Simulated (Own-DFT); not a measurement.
# Response to strain: wurtzite AlN, 72 atoms (Al36N36)

All numbers below are calculated, not measured. The program, named Own-DFT, is a retired in-house plane-wave density functional code that no person has reviewed. Each row is one single-point run on a periodic cell that was not relaxed, without spin or spin-orbit coupling.

Settings of every run: PBE; PseudoDojo norm-conserving scalar-relativistic files; cutoff 42 hartree; 4 x 4 x 3 k mesh centred on Gamma; Gaussian smearing of 0.01 eV.

Known limits: k mesh not checked against a denser one; stress not checked against mesh or cutoff.

Unstrained cell vectors in Å: (9.336, 0.000, 0.000); (-4.668, 8.085, 0.000); (0.000, 0.000, 9.964). The unstrained cell has measured lattice constants (interpolated for alloys), not those of this functional. That, the random moves and any unrelaxed bonds set the pressure at no strain. Each run strains this cell uniformly, with the atoms carried along. Every atom was also moved at random, by a Gaussian of width 0.05 Å on each axis. Strain is the symmetric tensor, in per cent. Stress is positive in tension, and the pressure is minus a third of its trace.

```
run,e_xx (%),e_yy (%),e_zz (%),s_xx (GPa),s_yy (GPa),s_zz (GPa),P (GPa),E (meV/atom)
1,0.00,0.00,1.50,-3.50,-4.43,0.05,2.62,6.7
2,0.00,0.00,1.75,-6.40,-3.48,1.38,2.83,20.1
3,0.00,0.00,2.50,-3.18,-2.99,4.05,0.70,0.0
4,0.00,0.00,-0.25,-5.30,-7.02,-6.01,6.11,10.0
5,0.00,0.00,-1.25,-5.75,-5.66,-13.69,8.37,14.2
6,0.00,0.00,-1.75,-9.14,-7.10,-12.98,9.74,33.3
7,0.00,0.00,2.25,-4.75,-3.60,3.83,1.50,19.7
8,0.00,0.00,3.00,-3.85,-5.61,7.33,0.71,32.6
9,0.00,0.00,-1.50,?,?,?,?,?
```

E is the free energy for each atom above the lowest run shown.

## Worked fit

The change of volume is close to e_xx + e_yy + e_zz. A straight line through the runs shown gives P = 5.96 - 195 x (fractional change of volume) GPa, with an error of 9 on the slope and a scatter of 0.41 GPa. The strain isn't the same on all axes and the cell isn't cubic, so the slope belongs to this path and is not the bulk modulus.

## Withheld run

Question: what pressure should run 9 give? Its volume changes by -1.50 %.

The line gives 8.9 GPa. The calculation gave 9.12 GPa.
